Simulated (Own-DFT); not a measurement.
# How strain changes the stress of hexagonal WC, 64 atoms (C32W32)

Calculated results; nothing here was measured. The program, named Own-DFT, is a retired in-house plane-wave density functional code that no person has reviewed. Each row is one single-point run on a periodic cell that was not relaxed, without spin or spin-orbit coupling.

Settings of every run: PBE; PseudoDojo norm-conserving scalar-relativistic files; cutoff 50 hartree; 4 x 4 x 4 k mesh centred on Gamma; cold (Marzari-Vanderbilt) smearing of 0.2 eV.

Known limits: forces on such cells moved up to 12 meV/angstrom on a denser k mesh; stress not checked against mesh or cutoff.

Unstrained cell vectors in Å: (5.833, -5.052, -2.839); (0.000, -5.052, 8.518); (-5.833, -5.052, -2.839). The unstrained cell was taken from the Materials Project. The random moves and any unrelaxed bonds add to the pressure at no strain. Each run strains this cell uniformly, with the atoms carried along. Every atom was also moved at random, by a Gaussian of width 0.05 Å on each axis. Strain is the symmetric tensor, in per cent. Stress is positive in tension, and the pressure is minus a third of its trace.

```
run  e_xx (%)  e_yy (%)  e_zz (%)  e_yz (%)  e_xz (%)  e_xy (%)  s_xx (GPa)  s_yy (GPa)  s_zz (GPa)  s_yz (GPa)  s_xz (GPa)  s_xy (GPa)  P (GPa)  E (meV/atom)
  1      1.11     -1.55     -1.71     -0.54      1.44      0.50       -5.62      -20.68      -26.85       -4.69        8.83        3.20    17.72          43.1
  2      1.26     -1.04      0.48      0.31     -0.74     -1.78        0.69      -10.75       -3.77        1.35       -4.39       -9.57     4.61          16.8
  3     -1.47     -0.80      0.68     -1.09      1.19      0.09      -18.43      -13.07       -5.23       -6.88        7.97        0.44    12.24           2.0
  4     -1.95     -0.34      1.58      1.51     -1.74      1.11      -19.60      -11.12        2.17        9.70      -11.20        6.44     9.51          31.5
  5      0.90      0.59      1.84      0.26     -0.69      1.02        4.39        3.67       11.11        1.34       -4.07        4.71    -6.39           0.0
  6      0.67      1.89     -1.83     -0.97      0.44     -1.58       -1.83        5.32      -21.31       -5.42        2.54       -7.62     5.94          20.1
  7     -0.86     -0.16     -1.57      1.06     -0.25      1.91      -15.00      -15.26      -27.11        7.51       -1.62        9.18    19.12          50.9
  8     -0.80     -1.92     -0.63      1.99     -1.22     -0.12      -17.93      -26.08      -20.68       13.12       -7.77       -2.07    21.56          37.4
  9     -0.59     -1.37     -1.86     -1.26      1.28      1.92      -20.37      -24.52      -33.57       -9.61        9.34       12.02    26.15          87.1
 10      0.38     -1.12      1.59      1.22     -0.58      0.27       -4.14       -9.99        4.96        7.12       -3.05        1.31     3.06           6.0
 11     -0.47      0.64      1.26      0.91     -1.46      0.09       -7.58        1.17        3.52        4.48       -8.66        0.39     0.96           3.5
 12     -1.87     -1.24      0.44      0.61      1.75     -0.55      -23.21      -20.54      -10.77        4.16       11.36       -2.57    18.17          40.9
 13      1.46      0.69     -1.95      0.64     -1.59      0.29        1.65       -2.40      -23.49        3.72       -9.49        0.99     8.08          22.6
 14     -1.82     -0.09      1.82     -1.81     -1.24      0.08      -17.69       -7.95        3.62      -10.35       -7.88       -0.78     7.34          33.9
 15      1.81     -0.53     -0.61     -1.91     -1.21     -1.05           ?           ?           ?           ?           ?           ?        ?             ?
```

E is the free energy for each atom above the lowest run shown.

## Worked fit

Each stress component was fitted by least squares to a constant and the strains of the runs shown, as fractions, with shears doubled. Shear strains stay in the fit of a normal stress only where such slopes are resolved. The slopes, in GPa:

| stress | at no strain | per e_xx | per e_yy | per e_zz | scatter |
|---|---|---|---|---|---|
| s_xx | -7.3 | 740 ± 25 | 227 ± 26 | 187 ± 19 | 0.99 |
| s_yy | -6.9 | 257 ± 24 | 793 ± 25 | 263 ± 19 | 0.95 |
| s_zz | -9.2 | 202 ± 26 | 211 ± 28 | 986 ± 21 | 1.05 |

Each shear stress against twice its own strain: yz 319 ± 13, xz 318 ± 8, xy 270 ± 13 GPa. These are stiffnesses along x, y and z of the frame in which the cell vectors are given, which need not be the crystal's axes. The atoms are held to the strained lattice; where symmetry lets them move under strain, relaxing them would lower some slopes. The table should be nearly symmetric about its diagonal, and what it lacks of that shows the noise. A ninth of its sum, 429 ± 17 GPa, estimates the bulk modulus near the mean pressure of these runs, 10.6 GPa, so it lies above the value at zero pressure.

## Withheld run

Question: what normal stresses and pressure should run 15 give?

The fit gives s_xx = 3.7, s_yy = -8.1, s_zz = -12.7 and P = 5.7 GPa. The calculation gave 2.51, -7.33, -12.24 and P = 5.69 GPa.
